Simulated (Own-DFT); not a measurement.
Simulation results for GaN (wurtzite, strained, atoms displaced)

All values are calculated (Own-DFT development build). A calculation, not a measurement: plane-wave PBE density functional theory by an unreviewed code, no spin, of a simulated periodic cell, stress positive in tension, free energy of the whole cell less one offset for each atom, forces on such cells passed a denser k mesh, this cell's mesh not checked; offsets are fitted by least squares, one for each functional and potential file, so energies compare only between cells with the same atoms and settings and are not formation energies; the far tail of each file's local potential was reset to the Coulomb form; each entry is a single point on an unrelaxed cell, so the pressure reflects the starting lattice, mostly measured values (interpolated for alloys), from which strain is counted, and rises with the displacements; printed positions are rounded, which can move forces by about a meV/angstrom; the program, named Own-DFT, is a retired in-house code; no spin-orbit coupling.

```xyz
96
Lattice="12.7560 0.0000 0.0000 -4.7835 8.2853 0.0000 0.0000 0.0000 10.6033" Properties=species:S:1:pos:R:3:force_x:R:1:force_y:R:1:force_z:R:1 formula=GaN functional=PBE potential_files=PseudoDojo_norm-conserving,scalar-relativistic,standard_set_with_the_stringent_files_for_Ga wave_cutoff=96 occupations=Gaussian smearing_width=0.01 k_mesh=3_x_4_x_3_centred_on_Gamma free_energy_of_cell_above_offsets=-4.748 pressure=3.12 stress_xx=-6.14 stress_yy=-4.6 stress_zz=1.39 stress_yz=-0.23 stress_xz=0.29 stress_xy=-0.79
Ga     0.0719     1.9032     0.1348     -0.775     -0.758     -1.161
Ga     1.5702     0.8766     2.6721      0.501      0.813      0.078
N     -0.0101     1.8443     2.0331      0.384       0.12      0.669
N      1.6592     0.8752     4.6601      -0.87      0.709     -0.644
Ga    -0.0062     1.7912     5.3080     -0.006      0.359     -0.884
Ga     1.5183     0.9649     8.0167      1.642     -1.365      0.552
N      0.0516     1.7228     7.2185     -2.073      2.102      0.904
N      1.6170     0.9406    10.0198      -1.21     -0.943     -0.617
Ga    -1.6575     4.5856    10.5656      1.588      0.817      0.841
Ga     0.0723     3.7412     2.6316     -3.822     -1.975      1.914
N     -1.5626     4.6015     1.9361     -0.261      0.368       0.49
N     -0.0461     3.7077     4.6790      0.158      -0.53     -0.274
Ga    -1.6633     4.6155     5.3820      0.552     -0.035     -1.871
Ga    -0.0433     3.6868     7.9134      0.778     -0.558       0.37
N     -1.5917     4.6561     7.2586      -0.34      -1.23      1.021
N     -0.0193     3.6780     9.9513     -0.269      0.018     -0.759
Ga    -3.1992     7.2480     0.0140     -1.224      1.341      -0.74
Ga    -1.6241     6.4564     2.5797      0.038     -0.396      0.708
N     -3.2399     7.3920     1.9241      0.862     -0.381      0.763
N     -1.5741     6.4762     4.6769     -0.533     -1.255      -1.38
Ga    -3.1512     7.3448     5.2738     -0.754     -0.043      0.551
Ga    -1.6381     6.4098     7.9534      -0.87      1.597      0.604
N     -3.2566     7.4103     7.2535       1.07     -0.356       0.46
N     -1.6126     6.4897     9.9839      0.815     -1.039     -0.871
Ga     3.1605     1.7829     0.0496      1.052      1.103     -0.629
Ga     4.7134     0.8840     2.6732      1.397      0.157      0.217
N      3.2625     1.8536     1.9795     -1.596     -0.606      0.358
N      4.8436     0.8728     4.6127     -0.548      1.144      0.729
Ga     3.1853     1.8452     5.3829      0.522     -0.471     -0.232
Ga     4.8310     0.9767     7.9351      -0.99     -0.785      0.263
N      3.1100     1.8384     7.3667      0.935      0.294     -0.342
N      4.8083     0.9376    10.0160      -1.03     -1.241      -1.28
Ga     1.6250     4.5791    10.5170     -0.343      0.183       0.86
Ga     3.1640     3.6381     2.6271      0.084       1.29      0.379
N      1.4652     4.5074     1.9665      4.481      2.671     -1.205
N      3.1531     3.7147     4.7424      1.199     -1.359     -1.589
Ga     1.5971     4.5583     5.2481      -1.05      1.468      1.193
Ga     3.1698     3.7214     7.9982     -0.268     -0.296     -0.182
N      1.5407     4.6788     7.3625       0.36     -2.285     -1.245
N      3.2150     3.6991     9.9440      0.021      -0.81       0.21
Ga     0.0584     7.3198     0.0036     -0.404      0.409     -0.249
Ga     1.5495     6.5128     2.6371      0.784     -1.591      0.672
N      0.0032     7.3380     1.9874      -0.77      0.605      -0.33
N      1.6190     6.5044     4.6554     -0.079     -1.393     -0.751
Ga     0.0041     7.3167     5.2169      0.245      0.853      1.435
Ga     1.4787     6.4201     7.8940      1.945      1.903       0.98
N     -0.1037     7.2685     7.3004      0.993      2.105     -0.597
N      1.6657     6.4335     9.9771     -1.524     -0.127      -0.78
Ga     6.2936     1.8203     0.0284      2.286      0.737      0.037
Ga     8.0187     0.9584     2.5907      -0.27     -0.035      0.363
N      6.3725     1.8560     2.0287     -0.244     -1.482     -0.871
N      7.9805     0.9914     4.5946      0.478     -1.392     -0.322
Ga     6.4899     1.8874     5.2738     -1.524      -0.07     -0.176
Ga     8.0259     0.9056     7.9383     -1.521     -0.245      1.161
N      6.3214     1.9809     7.2172      0.919     -1.913      0.285
N      8.0780     0.8772    10.0191     -1.981      0.739     -0.823
Ga     4.8169     4.6272     0.0458      -0.27     -0.095     -1.604
Ga     6.3654     3.5936     2.6254     -0.035      2.561      0.156
N      4.7256     4.6342     1.8977      0.455     -0.353      2.243
N      6.5151     3.7384     4.5748     -2.924      -1.51      0.127
Ga     4.8072     4.4571     5.4420      0.585      1.663      -3.92
Ga     6.3691     3.7204     7.9377      0.229      0.577     -0.209
N      4.7260     4.5687     7.2064      0.461      0.391      3.493
N      6.3419     3.6487     9.8377      0.395      0.164      1.642
Ga     3.1517     7.3567     0.0626      0.858      0.247     -0.584
Ga     4.7781     6.5309     2.6180      0.662     -1.565      1.081
N      3.1616     7.3408     2.0156     -0.078      0.786     -0.059
N      4.8778     6.4044     4.6700     -1.018     -0.119     -0.595
Ga     3.2118     7.3533     5.2622      1.168      0.304      0.694
Ga     4.8897     6.4115     7.9918     -2.483     -0.318     -0.176
N      3.2980     7.4099     7.2798     -1.505     -0.936      -0.32
N      4.6824     6.4419     9.9199      1.485     -0.093      0.595
Ga     9.6050     1.8345    10.6015     -0.854      0.933      0.465
Ga    11.1591     0.9328     2.6756     -0.079     -0.337      0.049
N      9.6244     1.8363     1.9416     -0.378      0.767       0.74
N     11.0771     0.9218     4.6806      1.295      0.108     -0.412
Ga     9.5173     1.8541     5.2928      0.411     -0.163      0.909
Ga    11.1775     0.9944     8.0550     -0.429     -1.359     -1.174
N      9.5078     1.8482     7.3780      1.929      1.346     -1.085
N     11.1056     0.9213     9.9804      2.107      1.037     -0.405
Ga     7.9732     4.5819    10.5801     -1.415     -0.094      0.658
Ga     9.6108     3.7820     2.6880     -0.371     -1.126      -0.91
N      7.9770     4.6456     1.9910     -0.082     -1.081     -0.503
N      9.5547     3.6425     4.6195      0.576      0.887      0.437
Ga     7.9723     4.6178     5.1965      1.147      0.456      1.661
Ga     9.6108     3.7426     7.9889     -1.443     -0.515     -0.163
N      7.9730     4.6815     7.2976      0.385      -2.21     -1.158
N      9.5506     3.7667     9.9955      0.103     -1.763     -1.351
Ga     6.3577     7.4322    10.5450     -0.159     -1.911      0.665
Ga     7.9776     6.4536     2.6099     -0.419     -0.276      0.172
N      6.4186     7.3549     1.9903     -0.701      0.856     -0.667
N      8.0209     6.3836     4.5440       0.09      1.716      0.811
Ga     6.4227     7.3867     5.3052     -0.329     -1.003       0.52
Ga     8.0069     6.4113     7.8971     -0.492      1.298       0.91
N      6.3634     7.2666     7.3708       1.56      2.303     -1.265
N      7.9036     6.3555     9.8975      0.625      1.489      0.264
```

Units: wave_cutoff in hartree; smearing_width, free_energy_of_cell_above_offsets in eV; pressure, stress_xx, stress_yy, stress_zz, stress_yz, stress_xz, stress_xy in GPa; force_x, force_y, force_z in eV/Å.
